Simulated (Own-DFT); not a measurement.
# Computed records: GaN (wurtzite, strained, atoms displaced), GaP (zincblende, atoms displaced), GaP (zincblende, strained, atoms displaced)

A calculation, not a measurement: plane-wave PBE density functional theory by an unreviewed code, no spin, of a simulated periodic cell, stress positive in tension, free energy of the whole cell less one offset for each atom, forces on such cells passed a denser k mesh, this cell's mesh not checked; offsets are fitted by least squares, one for each functional and potential file, so energies compare only between cells with the same atoms and settings and are not formation energies; the far tail of each file's local potential was reset to the Coulomb form; each entry is a single point on an unrelaxed cell, so the pressure reflects the starting lattice, mostly measured values (interpolated for alloys), from which strain is counted, and rises with the displacements; printed positions are rounded, which can move forces by about a meV/angstrom; the program, named Own-DFT, is a retired in-house code; no spin-orbit coupling. Program: Own-DFT development build.

Common to all runs: functional PBE.

(1) GaN (wurtzite, strained, atoms displaced)

```cif
# cell vector a (Å): 12.7560 0.0000 0.0000
# cell vector b (Å): -4.7835 8.2853 0.0000
# cell vector c (Å): 0.0000 0.0000 10.3182
data_GaN
_symmetry_space_group_name_H-M 'P 1'
_symmetry_Int_Tables_number 1
_cell_length_a 12.7560
_cell_length_b 9.5670
_cell_length_c 10.3182
_cell_angle_alpha 90.000
_cell_angle_beta 90.000
_cell_angle_gamma 120.000
_cell_volume 1090.50
loop_
_atom_site_label
_atom_site_type_symbol
_atom_site_fract_x
_atom_site_fract_y
_atom_site_fract_z
_atom_site_occupancy
Ga1 Ga 0.08433 0.22277 0.99720 1
Ga2 Ga 0.17124 0.11038 0.25502 1
N1 N 0.07675 0.21454 0.18921 1
N2 N 0.16963 0.12427 0.43340 1
Ga3 Ga 0.08164 0.23108 0.49925 1
Ga4 Ga 0.17326 0.11261 0.74757 1
N3 N 0.08435 0.22943 0.68990 1
N4 N 0.17250 0.12743 0.94311 1
Ga5 Ga 0.07372 0.54659 0.99868 1
Ga6 Ga 0.16602 0.44940 0.26009 1
N5 N 0.08830 0.55125 0.19065 1
N6 N 0.17136 0.44717 0.43711 1
Ga7 Ga 0.08377 0.55857 0.49607 1
Ga8 Ga 0.16484 0.44376 0.73656 1
N7 N 0.08092 0.55287 0.69193 1
N8 N 0.16940 0.43779 0.93618 1
Ga9 Ga 0.07266 0.87991 0.01120 1
Ga10 Ga 0.15686 0.77633 0.25064 1
N9 N 0.07882 0.88878 0.18282 1
N10 N 0.16483 0.78065 0.44304 1
Ga11 Ga 0.09097 0.89662 0.50398 1
Ga12 Ga 0.16329 0.77640 0.74565 1
N11 N 0.09502 0.89963 0.67624 1
N12 N 0.17266 0.78733 0.94257 1
Ga13 Ga 0.33096 0.22282 0.00909 1
Ga14 Ga 0.41289 0.10686 0.24192 1
N13 N 0.33395 0.22597 0.19075 1
N14 N 0.41643 0.10811 0.43752 1
Ga15 Ga 0.33670 0.22312 0.50616 1
Ga16 Ga 0.41230 0.10760 0.75402 1
N15 N 0.32676 0.20792 0.68714 1
N16 N 0.41261 0.11337 0.94399 1
Ga17 Ga 0.33620 0.55694 0.99913 1
Ga18 Ga 0.42141 0.43594 0.25347 1
N17 N 0.34347 0.55742 0.18341 1
N18 N 0.42186 0.44423 0.43259 1
Ga19 Ga 0.33227 0.55269 0.50075 1
Ga20 Ga 0.41079 0.45021 0.74130 1
N19 N 0.33029 0.55188 0.68588 1
N20 N 0.41932 0.44249 0.94347 1
Ga21 Ga 0.34179 0.89881 0.99294 1
Ga22 Ga 0.41306 0.76820 0.24189 1
N21 N 0.33509 0.88600 0.18994 1
N22 N 0.42212 0.78602 0.44252 1
Ga23 Ga 0.33799 0.89444 0.49962 1
Ga24 Ga 0.41949 0.77279 0.74934 1
N23 N 0.33006 0.88713 0.69014 1
N24 N 0.42015 0.77545 0.93502 1
Ga25 Ga 0.57896 0.22168 0.99574 1
Ga26 Ga 0.67095 0.11775 0.25582 1
N25 N 0.58385 0.22181 0.18793 1
N26 N 0.66335 0.09571 0.43252 1
Ga27 Ga 0.59541 0.22751 0.50478 1
Ga28 Ga 0.67132 0.12464 0.74275 1
N27 N 0.58424 0.21926 0.69484 1
N28 N 0.66926 0.11361 0.94037 1
Ga29 Ga 0.58326 0.55192 0.99968 1
Ga30 Ga 0.67451 0.44639 0.24625 1
N29 N 0.58735 0.56142 0.19283 1
N30 N 0.66852 0.44219 0.43695 1
Ga31 Ga 0.59248 0.55393 0.51038 1
Ga32 Ga 0.65822 0.45446 0.75020 1
N31 N 0.58016 0.55508 0.67773 1
N32 N 0.66964 0.43729 0.93645 1
Ga33 Ga 0.58885 0.89924 0.00385 1
Ga34 Ga 0.66309 0.76960 0.25067 1
N33 N 0.58569 0.89819 0.18833 1
N34 N 0.65696 0.77394 0.44050 1
Ga35 Ga 0.57722 0.88328 0.49669 1
Ga36 Ga 0.66727 0.77944 0.74800 1
N35 N 0.58810 0.89455 0.69186 1
N36 N 0.66524 0.77365 0.93466 1
Ga37 Ga 0.83141 0.21238 0.00580 1
Ga38 Ga 0.91864 0.11225 0.24903 1
N37 N 0.82541 0.21246 0.19276 1
N38 N 0.92555 0.11429 0.43950 1
Ga39 Ga 0.83438 0.23134 0.49821 1
Ga40 Ga 0.91252 0.11074 0.74864 1
N39 N 0.83993 0.22385 0.69013 1
N40 N 0.91220 0.11207 0.93657 1
Ga41 Ga 0.83123 0.55328 0.99994 1
Ga42 Ga 0.92198 0.45319 0.24970 1
N41 N 0.83385 0.56009 0.18408 1
N42 N 0.91364 0.44461 0.43392 1
Ga43 Ga 0.83066 0.56011 0.50314 1
Ga44 Ga 0.91998 0.43955 0.75349 1
N43 N 0.83382 0.55607 0.69379 1
N44 N 0.92760 0.45097 0.93861 1
Ga45 Ga 0.83064 0.89662 0.00890 1
Ga46 Ga 0.91222 0.77389 0.25267 1
N45 N 0.82829 0.88807 0.18855 1
N46 N 0.91969 0.78096 0.44025 1
Ga47 Ga 0.84007 0.89837 0.49396 1
Ga48 Ga 0.92523 0.77963 0.74451 1
N47 N 0.83940 0.88513 0.68993 1
N48 N 0.92331 0.78131 0.93611 1
```

```
potential files                   : PseudoDojo norm-conserving, scalar-relativistic, standard set with the stringent files for Ga
wave cutoff                       : 96 hartree
occupations                       : Gaussian
smearing width                    : 0.01 eV
k mesh                            : 3 x 4 x 3 centred on Gamma
free energy of cell above offsets : -3.350 eV
pressure                          : 8.36 GPa
stress xx                         : -7.34 GPa
stress yy                         : -7.14 GPa
stress zz                         : -10.59 GPa
stress yz                         : 0.1 GPa
stress xz                         : -0.65 GPa
stress xy                         : -0.58 GPa
```

Force:
| element | x (eV/Å) | y (eV/Å) | z (eV/Å) |
| --- | --- | --- | --- |
| Ga | -0.743 | 0.193 | 0.597 |
| Ga | -1.445 | 0.309 | -1.288 |
| N | 1.332 | 1.295 | -0.096 |
| N | 0.426 | -0.833 | 1.818 |
| Ga | 1.718 | -0.658 | 0.651 |
| Ga | -2.514 | -0.05 | 1.762 |
| N | 0.343 | -1.791 | -0.739 |
| N | 0.312 | -2.492 | -1.103 |
| Ga | 4.847 | 2.638 | 0.722 |
| Ga | 2.076 | -1.275 | -2.742 |
| N | -1.837 | 0.915 | -0.319 |
| N | -1.056 | 0.574 | 1.428 |
| Ga | -0.263 | -0.054 | 0.728 |
| Ga | 0.036 | 0.36 | 2.695 |
| N | 0.032 | 0.67 | -1.514 |
| N | -1.013 | 1.453 | -0.469 |
| Ga | 2.211 | 1.675 | -3.374 |
| Ga | 1.865 | 0.323 | -0.266 |
| N | 0.105 | 0.01 | 3.522 |
| N | 0.753 | -0.319 | -1.034 |
| Ga | -1.042 | 0.689 | -2.807 |
| Ga | 0.728 | 0.198 | 1.469 |
| N | -1.1 | -0.858 | 3.127 |
| N | -0.813 | -1.009 | -0.546 |
| Ga | -0.179 | 0.414 | -1.209 |
| Ga | 0.982 | 0.168 | 1.372 |
| N | 0.324 | -1.148 | 0.135 |
| N | 0.4 | 1.264 | -0.032 |
| Ga | 0.055 | -0.05 | -1.978 |
| Ga | 0.651 | -0.245 | -0.164 |
| N | 1.4 | 2.697 | 0.251 |
| N | 0.527 | 0.831 | -0.881 |
| Ga | -0.44 | -0.466 | -0.301 |
| Ga | -0.631 | 1.622 | -0.711 |
| N | -0.985 | -1.544 | 1.164 |
| N | -0.262 | 0.083 | 2.495 |
| Ga | 1.42 | 1.062 | -1.226 |
| Ga | 1.808 | -1.887 | 1.873 |
| N | -0.404 | 0.859 | -0.408 |
| N | -0.103 | 0.105 | -1.574 |
| Ga | -0.459 | -2.297 | 1.055 |
| Ga | 0.606 | 1.664 | 1.125 |
| N | -1.251 | -0.249 | -0.585 |
| N | -1.909 | -2.316 | -1.112 |
| Ga | -0.203 | -0.465 | 0.148 |
| Ga | -0.691 | 1.198 | -0.094 |
| N | 0.991 | -0.253 | -0.011 |
| N | -0.159 | 0.75 | 0.401 |
| Ga | 1.122 | -0.437 | 0.785 |
| Ga | -1.558 | -1.276 | -1.483 |
| N | -0.269 | 0.52 | -0.156 |
| N | 0.199 | 2.434 | 2.369 |
| Ga | -1.429 | -1.529 | -0.767 |
| Ga | 1.365 | -1.783 | 1.838 |
| N | -1.813 | 1.515 | -0.886 |
| N | -0.517 | 0.588 | -0.978 |
| Ga | 0.195 | 0.528 | 0.412 |
| Ga | -1.706 | -0.791 | 0.265 |
| N | 0.739 | -2.014 | -1.124 |
| N | 0.371 | 0.228 | 0.07 |
| Ga | -1.449 | 0.411 | -5.149 |
| Ga | 2.52 | -1.23 | 0.568 |
| N | -1.083 | 0.297 | 4.138 |
| N | -1.18 | 1.023 | -0.088 |
| Ga | -0.1 | -1.324 | -0.652 |
| Ga | -1.083 | 1.916 | 0.619 |
| N | 0.29 | -1.044 | 0.43 |
| N | 2.449 | -0.027 | -0.109 |
| Ga | 1.352 | 0.447 | 1.379 |
| Ga | 0.584 | 0.615 | 0.035 |
| N | -0.325 | -0.068 | -0.779 |
| N | 0.219 | 0.28 | 0.668 |
| Ga | -0.812 | 1.446 | -0.194 |
| Ga | -0.665 | -0.371 | 0.459 |
| N | 1.759 | 2.168 | -0.341 |
| N | -2.302 | 0.366 | -0.565 |
| Ga | 0.633 | -1.743 | -0.079 |
| Ga | 1.802 | -0.944 | 0.336 |
| N | -1.651 | 0.367 | -1.224 |
| N | 1.091 | -0.306 | 0.175 |
| Ga | 0.868 | 0.653 | -1.285 |
| Ga | -0.248 | -1.329 | -0.766 |
| N | 1.147 | -0.262 | 0.472 |
| N | 0.205 | 0.827 | 0.702 |
| Ga | 0.965 | 0.069 | 0.28 |
| Ga | -1.132 | 0.63 | -0.037 |
| N | -0.093 | -0.61 | -0.507 |
| N | -3.997 | -2.507 | -0.268 |
| Ga | 0.733 | -1.11 | -2.235 |
| Ga | -0.125 | 1.117 | -0.164 |
| N | 0.726 | -0.138 | 1.26 |
| N | 0.072 | -0.15 | -0.259 |
| Ga | -1.064 | -1.208 | 1.038 |
| Ga | -0.15 | 0.317 | 0.807 |
| N | -1.073 | 0.506 | -0.771 |
| N | -2.026 | -0.825 | -0.197 |

(2) GaP (zincblende, atoms displaced)

```cif
# cell vector a (Å): 10.9010 0.0000 0.0000
# cell vector b (Å): 0.0000 10.9010 0.0000
# cell vector c (Å): 0.0000 0.0000 10.9010
data_GaP
_symmetry_space_group_name_H-M 'P 1'
_symmetry_Int_Tables_number 1
_cell_length_a 10.9010
_cell_length_b 10.9010
_cell_length_c 10.9010
_cell_angle_alpha 90.000
_cell_angle_beta 90.000
_cell_angle_gamma 90.000
_cell_volume 1295.39
loop_
_atom_site_label
_atom_site_type_symbol
_atom_site_fract_x
_atom_site_fract_y
_atom_site_fract_z
_atom_site_occupancy
Ga1 Ga 0.01293 0.00396 0.01672 1
Ga2 Ga 0.99855 0.27279 0.25647 1
Ga3 Ga 0.24852 0.00335 0.26046 1
Ga4 Ga 0.25772 0.24945 0.99628 1
P1 P 0.12413 0.11666 0.12895 1
P2 P 0.12738 0.36770 0.37212 1
P3 P 0.39084 0.13905 0.38763 1
P4 P 0.38438 0.37021 0.12326 1
Ga5 Ga 0.98866 0.99672 0.48837 1
Ga6 Ga 0.00393 0.24223 0.73973 1
Ga7 Ga 0.24057 0.00629 0.75074 1
Ga8 Ga 0.25111 0.25038 0.49774 1
P5 P 0.11834 0.10468 0.62228 1
P6 P 0.12828 0.38434 0.87538 1
P7 P 0.37995 0.13551 0.88438 1
P8 P 0.38620 0.36598 0.62672 1
Ga9 Ga 0.99209 0.48468 0.99690 1
Ga10 Ga 0.99171 0.74698 0.24325 1
Ga11 Ga 0.26276 0.50351 0.25235 1
Ga12 Ga 0.24776 0.74357 0.99788 1
P9 P 0.11249 0.63527 0.12260 1
P10 P 0.11845 0.86090 0.37047 1
P11 P 0.37338 0.60828 0.37567 1
P12 P 0.37194 0.87714 0.14060 1
Ga13 Ga 0.99939 0.49669 0.50267 1
Ga14 Ga 0.99701 0.75289 0.74075 1
Ga15 Ga 0.25938 0.49737 0.74914 1
Ga16 Ga 0.24626 0.76287 0.48996 1
P13 P 0.13695 0.63254 0.62821 1
P14 P 0.11758 0.87190 0.86680 1
P15 P 0.36487 0.62161 0.86620 1
P16 P 0.37099 0.86806 0.62943 1
Ga17 Ga 0.51677 0.01183 0.99825 1
Ga18 Ga 0.49509 0.25404 0.25538 1
Ga19 Ga 0.74371 0.00779 0.25266 1
Ga20 Ga 0.74502 0.25918 0.99289 1
P17 P 0.61786 0.13941 0.11418 1
P18 P 0.63119 0.38307 0.37646 1
P19 P 0.86546 0.14297 0.38088 1
P20 P 0.87293 0.37492 0.11519 1
Ga21 Ga 0.49950 0.01107 0.49622 1
Ga22 Ga 0.52558 0.26953 0.73392 1
Ga23 Ga 0.74787 0.99059 0.74905 1
Ga24 Ga 0.75404 0.25338 0.49090 1
P21 P 0.62973 0.10954 0.63368 1
P22 P 0.63291 0.37803 0.88107 1
P23 P 0.88014 0.13224 0.88126 1
P24 P 0.88108 0.36805 0.62692 1
Ga25 Ga 0.50806 0.48472 0.00081 1
Ga26 Ga 0.51131 0.74785 0.25673 1
Ga27 Ga 0.74164 0.49620 0.24844 1
Ga28 Ga 0.75098 0.74731 0.99570 1
P25 P 0.64883 0.63450 0.10892 1
P26 P 0.62910 0.86356 0.37286 1
P27 P 0.86382 0.60731 0.36602 1
P28 P 0.87484 0.86235 0.13598 1
Ga29 Ga 0.50883 0.49861 0.49666 1
Ga30 Ga 0.50109 0.75391 0.75434 1
Ga31 Ga 0.76833 0.50638 0.74610 1
Ga32 Ga 0.73831 0.73735 0.49645 1
P29 P 0.62947 0.62781 0.62591 1
P30 P 0.63177 0.86865 0.86786 1
P31 P 0.87559 0.61171 0.86711 1
P32 P 0.85847 0.87537 0.63303 1
```

```
potential files                   : PseudoDojo norm-conserving, scalar-relativistic, standard set
wave cutoff                       : 42 hartree
occupations                       : Fermi-Dirac
smearing width                    : 0.1 eV
hardware                          : one NVIDIA H100
k mesh                            : 3 x 3 x 3 centred on Gamma
free energy of cell above offsets : -26.364 eV
pressure                          : 4.84 GPa
stress xx                         : -4.9 GPa
stress yy                         : -4.47 GPa
stress zz                         : -5.16 GPa
stress yz                         : -0.2 GPa
stress xz                         : -1.13 GPa
stress xy                         : 0.25 GPa
wall time                         : 593.1 s
```

Force:
| element | x (eV/Å) | y (eV/Å) | z (eV/Å) |
| --- | --- | --- | --- |
| Ga | -2.23 | -2.118 | -2.158 |
| Ga | -1.048 | -2.363 | -1.685 |
| Ga | 0.329 | -0.019 | 0.202 |
| Ga | -1.45 | 0.449 | 0.851 |
| P | 1.46 | 3.006 | 1.75 |
| P | 1.301 | 2.037 | 1.031 |
| P | -2.112 | -0.817 | -1.259 |
| P | -1.285 | 0.642 | 0.518 |
| Ga | -0.319 | -0.57 | 0.595 |
| Ga | 0.44 | 0.074 | 1.238 |
| Ga | 1.642 | -0.869 | 1.163 |
| Ga | -0.436 | -0.573 | 1.155 |
| P | 0.146 | 1.867 | -1.338 |
| P | 0.309 | -1.706 | -0.616 |
| P | 0.789 | -1.133 | -2.385 |
| P | -1.335 | 1.42 | -1.057 |
| Ga | 1.08 | 2.02 | -0.233 |
| Ga | 0.25 | -1.407 | 1.851 |
| Ga | -2.129 | -1.145 | -2.049 |
| Ga | -0.093 | 1.075 | 0.146 |
| P | 1.178 | -2.318 | -0.424 |
| P | -0.862 | 1.979 | -0.444 |
| P | 1.484 | 2.737 | 1.192 |
| P | 0.98 | -0.418 | -1.33 |
| Ga | 0.585 | 0.617 | -0.088 |
| Ga | -0.193 | -0.628 | 0.38 |
| Ga | -0.823 | -0.57 | -0.976 |
| Ga | 1.206 | -1.803 | 1.229 |
| P | -0.871 | -0.785 | -1.04 |
| P | 0.464 | 0.537 | 1.365 |
| P | 2.362 | 0.505 | 1.784 |
| P | 0.27 | 1.568 | -0.762 |
| Ga | -1.915 | -1.956 | -0.596 |
| Ga | 1.315 | 0.385 | -0.428 |
| Ga | 0.205 | -0.163 | -0.614 |
| Ga | 1.452 | -1.61 | 0.644 |
| P | 1.457 | 0.023 | 2.176 |
| P | -0.903 | -1.506 | -0.365 |
| P | 2.214 | -2.505 | -2.568 |
| P | -0.845 | -0.469 | 1.784 |
| Ga | 0.762 | -2.511 | 1.359 |
| Ga | -0.054 | -2.036 | 1.653 |
| Ga | 0.739 | 1.64 | 1.857 |
| Ga | -1.793 | 1.031 | 2.932 |
| P | -0.264 | 2.079 | -1.4 |
| P | 0.055 | 1.075 | -2.641 |
| P | -0.3 | -1.117 | -0.203 |
| P | -0.605 | 0.317 | -0.562 |
| Ga | -0.534 | 2.437 | 0.003 |
| Ga | -1.376 | -1.049 | -1.57 |
| Ga | 0.578 | 0.213 | -1.952 |
| Ga | 2.557 | 1.629 | -2.045 |
| P | -3.972 | -2.951 | 2.871 |
| P | -0.175 | 2.332 | 0.824 |
| P | 1.636 | 1.533 | 1.432 |
| P | -1.328 | 2.866 | -1.871 |
| Ga | -0.691 | 0.312 | 1.131 |
| Ga | -0.607 | -0.99 | -0.464 |
| Ga | -2.208 | -1.645 | -1.275 |
| Ga | 1.835 | 0.673 | -0.246 |
| P | -1.127 | -1.218 | 0.94 |
| P | -0.681 | 0.673 | 1.599 |
| P | 1.754 | 2.639 | 1.722 |
| P | 1.732 | -1.419 | -2.733 |

(3) GaP (zincblende, strained, atoms displaced)

```cif
# cell vector a (Å): 10.8620 0.0000 0.0000
# cell vector b (Å): 0.0000 10.8620 0.0000
# cell vector c (Å): 0.0000 0.0000 10.9439
data_GaP
_symmetry_space_group_name_H-M 'P 1'
_symmetry_Int_Tables_number 1
_cell_length_a 10.8620
_cell_length_b 10.8620
_cell_length_c 10.9439
_cell_angle_alpha 90.000
_cell_angle_beta 90.000
_cell_angle_gamma 90.000
_cell_volume 1291.19
loop_
_atom_site_label
_atom_site_type_symbol
_atom_site_fract_x
_atom_site_fract_y
_atom_site_fract_z
_atom_site_occupancy
Ga1 Ga 0.00098 0.00568 0.99556 1
Ga2 Ga 0.99927 0.24243 0.24861 1
Ga3 Ga 0.26143 0.00021 0.24471 1
Ga4 Ga 0.24283 0.25551 0.99362 1
P1 P 0.12907 0.12001 0.11458 1
P2 P 0.11278 0.37819 0.37720 1
P3 P 0.37562 0.11512 0.36549 1
P4 P 0.37296 0.37972 0.13320 1
Ga5 Ga 0.00598 0.99102 0.50744 1
Ga6 Ga 0.00763 0.23979 0.75140 1
Ga7 Ga 0.24503 0.99532 0.74880 1
Ga8 Ga 0.25249 0.25351 0.50146 1
P5 P 0.12558 0.12485 0.61827 1
P6 P 0.13052 0.36446 0.87229 1
P7 P 0.36164 0.12760 0.88397 1
P8 P 0.37581 0.36742 0.62325 1
Ga9 Ga 0.00293 0.50099 0.00043 1
Ga10 Ga 0.99596 0.75593 0.24509 1
Ga11 Ga 0.25613 0.49579 0.24243 1
Ga12 Ga 0.24571 0.74661 0.99113 1
P9 P 0.11673 0.61256 0.12760 1
P10 P 0.12898 0.86966 0.36663 1
P11 P 0.37852 0.63064 0.37568 1
P12 P 0.38834 0.88068 0.11524 1
Ga13 Ga 0.01006 0.48883 0.49889 1
Ga14 Ga 0.00980 0.74738 0.75239 1
Ga15 Ga 0.24486 0.50387 0.75662 1
Ga16 Ga 0.24667 0.75796 0.49451 1
P13 P 0.12481 0.62414 0.62767 1
P14 P 0.12072 0.87506 0.87529 1
P15 P 0.37892 0.63003 0.88318 1
P16 P 0.37291 0.87159 0.63129 1
Ga17 Ga 0.49895 0.99406 0.00792 1
Ga18 Ga 0.49859 0.24970 0.24118 1
Ga19 Ga 0.75976 0.00306 0.25713 1
Ga20 Ga 0.74625 0.24796 0.99186 1
P17 P 0.62156 0.12500 0.11781 1
P18 P 0.62490 0.37826 0.37956 1
P19 P 0.87676 0.11647 0.38219 1
P20 P 0.87360 0.37877 0.13331 1
Ga21 Ga 0.50012 0.00253 0.50832 1
Ga22 Ga 0.49310 0.26532 0.75663 1
Ga23 Ga 0.76177 0.99132 0.76424 1
Ga24 Ga 0.75798 0.25349 0.50200 1
P21 P 0.61130 0.12094 0.62721 1
P22 P 0.64406 0.37458 0.87025 1
P23 P 0.88363 0.11846 0.88402 1
P24 P 0.87088 0.37687 0.63190 1
Ga25 Ga 0.50363 0.50713 0.99220 1
Ga26 Ga 0.51571 0.74966 0.24837 1
Ga27 Ga 0.73951 0.50663 0.25116 1
Ga28 Ga 0.75041 0.75055 0.99398 1
P25 P 0.62280 0.62614 0.11821 1
P26 P 0.62454 0.86792 0.37987 1
P27 P 0.88017 0.62758 0.38295 1
P28 P 0.89166 0.88606 0.12830 1
Ga29 Ga 0.50783 0.50566 0.50179 1
Ga30 Ga 0.51295 0.74631 0.73905 1
Ga31 Ga 0.76113 0.50888 0.74631 1
Ga32 Ga 0.75717 0.74972 0.50643 1
P29 P 0.62825 0.62394 0.61460 1
P30 P 0.62221 0.85984 0.88354 1
P31 P 0.87601 0.61978 0.86556 1
P32 P 0.87524 0.88133 0.62240 1
```

```
potential files                   : PseudoDojo norm-conserving, scalar-relativistic, standard set
wave cutoff                       : 42 hartree
occupations                       : Fermi-Dirac
smearing width                    : 0.1 eV
hardware                          : one NVIDIA H100
k mesh                            : 3 x 3 x 3 centred on Gamma
free energy of cell above offsets : -30.046 eV
pressure                          : 4.3 GPa
stress xx                         : -4.34 GPa
stress yy                         : -4.54 GPa
stress zz                         : -4.03 GPa
stress yz                         : -0.72 GPa
stress xz                         : -0.81 GPa
stress xy                         : 0.34 GPa
wall time                         : 578.4 s
```

Force:
| element | x (eV/Å) | y (eV/Å) | z (eV/Å) |
| --- | --- | --- | --- |
| Ga | 1.197 | -1.201 | 0.963 |
| Ga | -0.097 | -0.128 | -0.043 |
| Ga | -1.049 | -0.848 | -0.886 |
| Ga | 1.17 | -0.47 | 2.11 |
| P | 0.105 | 0.706 | 1.292 |
| P | 2.747 | -1.869 | -1.809 |
| P | 0.643 | 1.62 | 1.517 |
| P | 1.019 | -1.067 | -2.547 |
| Ga | 0.296 | 0.353 | -1.383 |
| Ga | -0.888 | 0.447 | -0.26 |
| Ga | 0.313 | 0.704 | 0.26 |
| Ga | -0.346 | -0.596 | -1.364 |
| P | 0.452 | -0.369 | 0.416 |
| P | -1.61 | 1.942 | -0.509 |
| P | 1.7 | -0.678 | -1.029 |
| P | -0.17 | 2.29 | 0.114 |
| Ga | -0.886 | -1.317 | -0.754 |
| Ga | 0.52 | -1.456 | 0.816 |
| Ga | -1.286 | 1.303 | 2.131 |
| Ga | -0.104 | 0.402 | 1.636 |
| P | 1.206 | 1.834 | 0.005 |
| P | -0.272 | 1.121 | -0.005 |
| P | -0.157 | -0.38 | -0.395 |
| P | -2.583 | -2.916 | 2.268 |
| Ga | -2.022 | 1.858 | 1.816 |
| Ga | -1.239 | 0.266 | -0.578 |
| Ga | 1.045 | -0.301 | -0.386 |
| Ga | 0.65 | -1.003 | 0.745 |
| P | 0.461 | -0.056 | -0.828 |
| P | 0.298 | 0.081 | 0.059 |
| P | -0.084 | -0.348 | -2.083 |
| P | 0.211 | 0.108 | -0.536 |
| Ga | 1.126 | 1.992 | -2.54 |
| Ga | 0.295 | -0.064 | 1.04 |
| Ga | -1.393 | -0.633 | -0.635 |
| Ga | 1.175 | -0.239 | 1.578 |
| P | 1.052 | -0.095 | 0.641 |
| P | 0.016 | -0.788 | -0.64 |
| P | 0.75 | 1.035 | 0.306 |
| P | -0.329 | -0.487 | -0.88 |
| Ga | -0.816 | -1.102 | -1.197 |
| Ga | 0.599 | -1.783 | 0.471 |
| Ga | -1.533 | 0.308 | -0.559 |
| Ga | -1.106 | -0.709 | 0.148 |
| P | 2.118 | 1.3 | 1.444 |
| P | -1.959 | 1.222 | -0.496 |
| P | -1.335 | 1.546 | -1.483 |
| P | 1.604 | -0.797 | -0.488 |
| Ga | 0.192 | -1.526 | 0.606 |
| Ga | -1.447 | 0.177 | -0.12 |
| Ga | 0.907 | -0.071 | 0.372 |
| Ga | 1.568 | -0.649 | 1.271 |
| P | 0.939 | 0.015 | 0.207 |
| P | 0.835 | 1.125 | 0.187 |
| P | -0.147 | -0.327 | -0.744 |
| P | -2.112 | -0.468 | -0.924 |
| Ga | -1.639 | -0.987 | -0.687 |
| Ga | -1.076 | 0.026 | 0.765 |
| Ga | -1.623 | -0.647 | -0.696 |
| Ga | -0.041 | 0.35 | -0.859 |
| P | 0.893 | 0.071 | 1.471 |
| P | -0.162 | 1.92 | -1.344 |
| P | 1.115 | 1.438 | 1.731 |
| P | 0.29 | -1.181 | 1.301 |
